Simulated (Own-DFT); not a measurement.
Simulation results for Al3GaN4 (wurtzite random alloy, strained, atoms displaced)

All values are calculated (Own-DFT development build). A calculation, not a measurement: plane-wave PBE density functional theory by an unreviewed code, no spin, of a simulated periodic cell, stress positive in tension, free energy of the whole cell less one offset for each atom, forces on such cells passed a denser k mesh, this cell's mesh not checked; offsets are fitted by least squares, one for each functional and potential file, so energies compare only between cells with the same atoms and settings and are not formation energies; the far tail of each file's local potential was reset to the Coulomb form; each entry is a single point on an unrelaxed cell, so the pressure reflects the starting lattice, mostly measured values, from which strain is counted, and rises with the displacements; printed positions are rounded, which can move forces by about a meV/angstrom; the program is a retired in-house code; no spin-orbit coupling.

Common to all runs: functional PBE; potential files PseudoDojo norm-conserving, scalar-relativistic, standard set with the stringent files for Ga; wave cutoff 96 hartree; occupations Gaussian; smearing width 0.01 eV; k mesh 4 x 4 x 3 centred on Gamma.

(1) 
```cif
# cell vector a (Å): 9.3938 0.0000 0.0000
# cell vector b (Å): -4.6969 8.1352 0.0000
# cell vector c (Å): 0.0000 0.0000 9.9648
data_Al3GaN4
_symmetry_space_group_name_H-M 'P 1'
_symmetry_Int_Tables_number 1
_cell_length_a 9.3938
_cell_length_b 9.3937
_cell_length_c 9.9648
_cell_angle_alpha 90.000
_cell_angle_beta 90.000
_cell_angle_gamma 120.000
_cell_volume 761.51
loop_
_atom_site_label
_atom_site_type_symbol
_atom_site_fract_x
_atom_site_fract_y
_atom_site_fract_z
_atom_site_occupancy
Ga1 Ga 0.12319 0.23129 0.00000 1
Ga2 Ga 0.22295 0.11615 0.24753 1
N1 N 0.10654 0.21364 0.19282 1
N2 N 0.22740 0.11547 0.44129 1
Ga3 Ga 0.09787 0.21267 0.50233 1
Ga4 Ga 0.22135 0.11315 0.74374 1
N3 N 0.11080 0.22475 0.68616 1
N4 N 0.22696 0.10788 0.95245 1
Al1 Al 0.11623 0.56355 0.99851 1
Al2 Al 0.22568 0.44465 0.25668 1
N5 N 0.10925 0.55631 0.17533 1
N6 N 0.22587 0.45108 0.44041 1
Al3 Al 0.10991 0.55680 0.50214 1
Al4 Al 0.22851 0.44738 0.74105 1
N7 N 0.12235 0.56242 0.69005 1
N8 N 0.22538 0.44982 0.94237 1
Al5 Al 0.11623 0.89317 0.00358 1
Al6 Al 0.22465 0.77175 0.24718 1
N9 N 0.11351 0.88261 0.19138 1
N10 N 0.21894 0.77790 0.44092 1
Al7 Al 0.11195 0.87860 0.49930 1
Al8 Al 0.21752 0.76834 0.74714 1
N11 N 0.10548 0.88877 0.69388 1
N12 N 0.22953 0.78417 0.94247 1
Al9 Al 0.43619 0.21659 0.00275 1
Ga5 Ga 0.55785 0.10828 0.25681 1
N13 N 0.44192 0.22178 0.18524 1
N14 N 0.56070 0.11937 0.44794 1
Al10 Al 0.45478 0.23096 0.49481 1
Al11 Al 0.56029 0.11179 0.74713 1
N15 N 0.43431 0.20634 0.68650 1
N16 N 0.56149 0.11930 0.94442 1
Al12 Al 0.44044 0.56409 0.99358 1
Al13 Al 0.55257 0.45195 0.24392 1
N17 N 0.44492 0.55648 0.19728 1
N18 N 0.55213 0.44359 0.42500 1
Al14 Al 0.44127 0.55473 0.49912 1
Al15 Al 0.55880 0.44531 0.74587 1
N19 N 0.45375 0.55975 0.69817 1
N20 N 0.55452 0.44094 0.94087 1
Al16 Al 0.45233 0.88835 0.00073 1
Al17 Al 0.56259 0.78367 0.23662 1
N21 N 0.45529 0.89178 0.19164 1
N22 N 0.55496 0.77296 0.44127 1
Al18 Al 0.44761 0.88884 0.48932 1
Al19 Al 0.55717 0.77635 0.74279 1
N23 N 0.44421 0.89611 0.68330 1
N24 N 0.56027 0.78090 0.95167 1
Ga6 Ga 0.77983 0.22197 0.99915 1
Al20 Al 0.88415 0.11089 0.26043 1
N25 N 0.77062 0.22479 0.19486 1
N26 N 0.88111 0.10403 0.43304 1
Al21 Al 0.77846 0.21523 0.50520 1
Al22 Al 0.89405 0.12081 0.75697 1
N27 N 0.78068 0.23064 0.67813 1
N28 N 0.87964 0.10887 0.94595 1
Ga7 Ga 0.77517 0.55642 0.00533 1
Al23 Al 0.89261 0.44411 0.24989 1
N29 N 0.78063 0.55072 0.19498 1
N30 N 0.89098 0.44119 0.43785 1
Ga8 Ga 0.77252 0.55405 0.49071 1
Al24 Al 0.88529 0.43887 0.74716 1
N31 N 0.77063 0.55453 0.68635 1
N32 N 0.89446 0.44126 0.93208 1
Ga9 Ga 0.77866 0.88466 0.00526 1
Al25 Al 0.89225 0.77631 0.24575 1
N33 N 0.77878 0.88819 0.19038 1
N34 N 0.88458 0.78064 0.44587 1
Al26 Al 0.76849 0.87928 0.50504 1
Al27 Al 0.88902 0.77639 0.73782 1
N35 N 0.77266 0.88687 0.68667 1
N36 N 0.89585 0.78877 0.94179 1
_calc_free_energy_of_cell_above_offsets '-22.854'  # eV
_calc_pressure 8.17  # GPa
_calc_stress_xx -7.81  # GPa
_calc_stress_yy -5.91  # GPa
_calc_stress_zz -10.8  # GPa
_calc_stress_yz -0.32  # GPa
_calc_stress_xz 0.23  # GPa
_calc_stress_xy -0.4  # GPa
```

Force:
| element | x (eV/Å) | y (eV/Å) | z (eV/Å) |
| --- | --- | --- | --- |
| Ga | -1.152 | -1.252 | 0.505 |
| Ga | 1.037 | -1.341 | 0.858 |
| N | -2.135 | 2.075 | 0.505 |
| N | 0.215 | -1.04 | 0.779 |
| Ga | 1.38 | 0.52 | -1.897 |
| Ga | 0.084 | -0.899 | 1.501 |
| N | -1.057 | 0.633 | 2.152 |
| N | -1.303 | 0.124 | -2.053 |
| Al | -0.416 | -0.68 | -1.94 |
| Al | -0.689 | -0.395 | -1.724 |
| N | 0.855 | -0.501 | 3.57 |
| N | -0.841 | -0.378 | 0.873 |
| Al | 0.16 | -0.109 | -0.631 |
| Al | -0.179 | 0.009 | 1.376 |
| N | -0.992 | -2.106 | -0.45 |
| N | -0.335 | 0.64 | -1.774 |
| Al | -0.047 | -1.025 | -0.347 |
| Al | -0.318 | 0.57 | -0.193 |
| N | -0.154 | -0.21 | 0.204 |
| N | 1.618 | -0.821 | -0.882 |
| Al | -1.825 | 2.283 | 0.239 |
| Al | 0.117 | 3.242 | 0.964 |
| N | 1.272 | -1.325 | -1.161 |
| N | 0.132 | -0.28 | -0.59 |
| Al | 2.2 | 1.319 | -0.531 |
| Ga | -1.559 | 1.125 | -0.612 |
| N | 0.705 | 0.999 | 1.077 |
| N | 0.472 | -1.292 | -0.067 |
| Al | -1.479 | -0.976 | 0.39 |
| Al | -0.831 | -0.104 | 0.571 |
| N | 1.699 | 3.12 | -0.354 |
| N | -1.093 | -1.77 | -1.479 |
| Al | 1.878 | -1.49 | 1.137 |
| Al | 1.654 | -1.663 | -0.855 |
| N | -1.184 | 0.803 | -1.825 |
| N | -0.819 | 0.053 | 2.341 |
| Al | 0.956 | 0.042 | -0.238 |
| Al | -0.141 | -1.512 | 1.302 |
| N | -0.9 | -1.024 | -1.642 |
| N | -1.424 | 0.194 | -0.44 |
| Al | -1.373 | 1.558 | -0.306 |
| Al | 0.23 | -1.407 | 1.976 |
| N | -1.534 | -1.259 | -0.141 |
| N | -0.558 | 0.39 | -0.763 |
| Al | -0.52 | 0.262 | 1.214 |
| Al | -1.056 | 1.457 | 1.146 |
| N | 0.843 | -1.529 | 0.585 |
| N | -1.022 | -0.656 | -2.342 |
| Ga | -0.993 | 1.026 | 1.334 |
| Al | 0.216 | 0.064 | -4.097 |
| N | 2.652 | 0.34 | 0.066 |
| N | -0.636 | -0.627 | 3.39 |
| Al | -0.328 | 0.923 | -3.2 |
| Al | -0.532 | -1.248 | -0.516 |
| N | 0.743 | -1.162 | 3.515 |
| N | 2.549 | 0.094 | -1.818 |
| Ga | 0.926 | 0.001 | -1.349 |
| Al | -0.053 | -0.215 | -0.315 |
| N | -0.858 | 0.768 | 0.637 |
| N | 0.642 | -0.103 | 0.517 |
| Ga | 0.534 | -0.295 | 0.198 |
| Al | -0.112 | 1.638 | -0.232 |
| N | 1.484 | -0.205 | 0.431 |
| N | -0.102 | 1.398 | 0.352 |
| Ga | 0.37 | 1.173 | -0.91 |
| Al | -0.211 | 0.24 | 0.865 |
| N | 0.777 | 0.434 | 1.957 |
| N | 1.215 | 0.446 | -1.248 |
| Al | 0.192 | 0.945 | -1.428 |
| Al | -0.928 | 0.058 | 1.761 |
| N | 0.646 | 1.208 | 1.37 |
| N | 1.237 | -1.277 | -1.312 |

(2) 
```cif
# cell vector a (Å): 9.3938 0.0000 0.0000
# cell vector b (Å): -4.6969 8.1352 0.0000
# cell vector c (Å): 0.0000 0.0000 9.9648
data_Al3GaN4
_symmetry_space_group_name_H-M 'P 1'
_symmetry_Int_Tables_number 1
_cell_length_a 9.3938
_cell_length_b 9.3937
_cell_length_c 9.9648
_cell_angle_alpha 90.000
_cell_angle_beta 90.000
_cell_angle_gamma 120.000
_cell_volume 761.51
loop_
_atom_site_label
_atom_site_type_symbol
_atom_site_fract_x
_atom_site_fract_y
_atom_site_fract_z
_atom_site_occupancy
Al1 Al 0.11417 0.22814 0.00047 1
Al2 Al 0.21269 0.10136 0.24771 1
N1 N 0.10580 0.22905 0.18555 1
N2 N 0.21418 0.11266 0.43646 1
Ga1 Ga 0.10819 0.22045 0.49876 1
Ga2 Ga 0.22247 0.11250 0.74739 1
N3 N 0.10567 0.21510 0.68962 1
N4 N 0.22210 0.11052 0.94705 1
Al3 Al 0.11167 0.56210 0.99870 1
Al4 Al 0.22731 0.44529 0.24722 1
N5 N 0.11382 0.55520 0.19221 1
N6 N 0.22642 0.44425 0.43436 1
Al5 Al 0.11677 0.55409 0.48994 1
Ga3 Ga 0.22725 0.44512 0.75361 1
N7 N 0.10996 0.56687 0.68898 1
N8 N 0.21834 0.45162 0.94051 1
Ga4 Ga 0.11221 0.87697 0.00058 1
Ga5 Ga 0.22390 0.78139 0.25314 1
N9 N 0.10659 0.87944 0.19075 1
N10 N 0.22220 0.77616 0.44394 1
Al6 Al 0.11592 0.88799 0.49581 1
Al7 Al 0.22219 0.77225 0.74922 1
N11 N 0.11634 0.89545 0.68950 1
N12 N 0.21587 0.77551 0.94126 1
Ga6 Ga 0.43914 0.22666 0.99483 1
Al8 Al 0.55116 0.11147 0.25116 1
N13 N 0.44537 0.22543 0.20538 1
N14 N 0.55699 0.11643 0.43356 1
Al9 Al 0.43850 0.20855 0.49624 1
Al10 Al 0.56648 0.11845 0.75257 1
N15 N 0.43465 0.21178 0.68812 1
N16 N 0.55923 0.11803 0.94150 1
Al11 Al 0.44945 0.55975 0.99694 1
Al12 Al 0.54888 0.44391 0.24418 1
N17 N 0.45033 0.55493 0.18292 1
N18 N 0.57261 0.44133 0.43917 1
Ga7 Ga 0.43945 0.55689 0.50576 1
Al13 Al 0.54562 0.44271 0.75278 1
N19 N 0.44791 0.56081 0.69075 1
N20 N 0.55235 0.44647 0.93018 1
Ga8 Ga 0.44755 0.89555 0.00099 1
Al14 Al 0.56260 0.78178 0.24489 1
N21 N 0.44458 0.88501 0.19095 1
N22 N 0.55174 0.77553 0.44344 1
Al15 Al 0.44906 0.89236 0.49848 1
Al16 Al 0.55582 0.77740 0.75455 1
N23 N 0.44376 0.88942 0.69251 1
N24 N 0.55717 0.78278 0.94136 1
Ga9 Ga 0.77819 0.21912 0.99557 1
Al17 Al 0.88252 0.11379 0.24898 1
N25 N 0.76724 0.21266 0.19180 1
N26 N 0.88585 0.11050 0.44274 1
Al18 Al 0.77119 0.21980 0.49603 1
Al19 Al 0.88126 0.10204 0.74444 1
N27 N 0.77383 0.22350 0.69287 1
N28 N 0.88763 0.11397 0.94581 1
Al20 Al 0.76518 0.54466 0.99728 1
Al21 Al 0.89638 0.44514 0.25086 1
N29 N 0.77956 0.56049 0.19555 1
N30 N 0.88899 0.44536 0.43791 1
Al22 Al 0.77284 0.55931 0.49642 1
Al23 Al 0.87821 0.42880 0.75029 1
N31 N 0.78154 0.56090 0.68833 1
N32 N 0.88426 0.44468 0.94535 1
Al24 Al 0.78233 0.89389 0.00100 1
Al25 Al 0.88515 0.77285 0.24873 1
N33 N 0.78252 0.89142 0.19217 1
N34 N 0.88781 0.77273 0.43869 1
Al26 Al 0.77674 0.88818 0.48975 1
Al27 Al 0.88633 0.76755 0.75253 1
N35 N 0.77394 0.88742 0.69253 1
N36 N 0.89274 0.77677 0.94079 1
_calc_free_energy_of_cell_above_offsets '-23.615'  # eV
_calc_pressure 7.85  # GPa
_calc_stress_xx -7.11  # GPa
_calc_stress_yy -7.35  # GPa
_calc_stress_zz -9.09  # GPa
_calc_stress_yz -0.82  # GPa
_calc_stress_xz 0.29  # GPa
_calc_stress_xy -0.13  # GPa
```

Force:
| element | x (eV/Å) | y (eV/Å) | z (eV/Å) |
| --- | --- | --- | --- |
| Al | -0.474 | -0.432 | -0.422 |
| Al | -0.254 | 1.284 | -0.405 |
| N | 0.849 | -1.019 | 1.057 |
| N | 2.153 | -1.43 | -0.354 |
| Ga | -0.305 | 0.478 | 0.127 |
| Ga | -0.537 | -1.068 | 1.095 |
| N | -1.229 | 1.045 | 0.67 |
| N | -1.635 | 0.015 | -0.391 |
| Al | -0.456 | -1.032 | 0.624 |
| Al | -0.171 | 0.184 | -0.59 |
| N | 0.23 | -0.398 | -0.57 |
| N | -0.818 | 0.066 | -0.019 |
| Al | -1.448 | -0.146 | 1.472 |
| Ga | -1.839 | -0.094 | -1.161 |
| N | 0.379 | -2.925 | -0.736 |
| N | 1.412 | -0.389 | 1.3 |
| Ga | -2.19 | 1.906 | 0.226 |
| Ga | 0.529 | -0.949 | -0.118 |
| N | -1.034 | 1.366 | 0.809 |
| N | 0.802 | 0.645 | 0.297 |
| Al | -1.456 | -0.031 | 1.081 |
| Al | -0.808 | 2.094 | -0.07 |
| N | -0.224 | -2.313 | -0.39 |
| N | 2.761 | -0.715 | -1.359 |
| Ga | 1.198 | -0.45 | 1.681 |
| Al | 0.428 | -0.155 | -1.01 |
| N | -1.048 | -1.132 | -1.826 |
| N | 0.35 | -1.826 | 1.483 |
| Al | -0.879 | 2.21 | -0.013 |
| Al | -2.468 | -1.826 | -0.264 |
| N | 2.263 | 2.184 | -0.253 |
| N | -0.929 | -0.304 | -0.941 |
| Al | -1.155 | 0.158 | -0.142 |
| Al | 2.068 | 0.358 | 2.008 |
| N | -1.118 | 0.709 | 0.487 |
| N | -3.977 | -1.53 | -0.567 |
| Ga | 2.023 | -0.729 | -1.468 |
| Al | 1.75 | -0.23 | -3.23 |
| N | 0.311 | -0.251 | 1.554 |
| N | -0.291 | 0.586 | 1.871 |
| Ga | -0.57 | -0.513 | -0.387 |
| Al | -0.483 | -0.855 | 0.659 |
| N | 0.483 | 1.107 | 0.794 |
| N | 0.379 | 1.252 | -1.572 |
| Al | -0.474 | -0.197 | 0.633 |
| Al | -0.279 | 0.913 | -0.913 |
| N | 0.692 | 0.424 | -0.07 |
| N | 1.113 | -0.669 | 0.172 |
| Ga | -0.543 | 1.026 | 1.649 |
| Al | 0.96 | -0.003 | 0.018 |
| N | 0.186 | 1.336 | 0.51 |
| N | -1.14 | -0.317 | -0.779 |
| Al | 0.573 | 1.211 | 0.12 |
| Al | 0.409 | 0.864 | 0.94 |
| N | 1.346 | -1.325 | -1.384 |
| N | 2.104 | -0.999 | -1.852 |
| Al | 1.079 | 1.753 | 0.963 |
| Al | -1.541 | -0.493 | -0.455 |
| N | -0.125 | -1.85 | -1.674 |
| N | 0.642 | -0.275 | 0.63 |
| Al | 2.595 | -0.028 | 0.997 |
| Al | 0.272 | 3.97 | 0.061 |
| N | -0.61 | -2.283 | 0.414 |
| N | 0.486 | 0.51 | -1.032 |
| Al | 0.492 | -0.511 | -0.343 |
| Al | 0.243 | 0.522 | 0.282 |
| N | -0.196 | 0.067 | -0.07 |
| N | -0.111 | 1.526 | -0.12 |
| Al | 0.484 | -0.54 | 1.515 |
| Al | 0.195 | 2.136 | -0.608 |
| N | 0.505 | -0.8 | -0.73 |
| N | -1.928 | -0.872 | 0.095 |
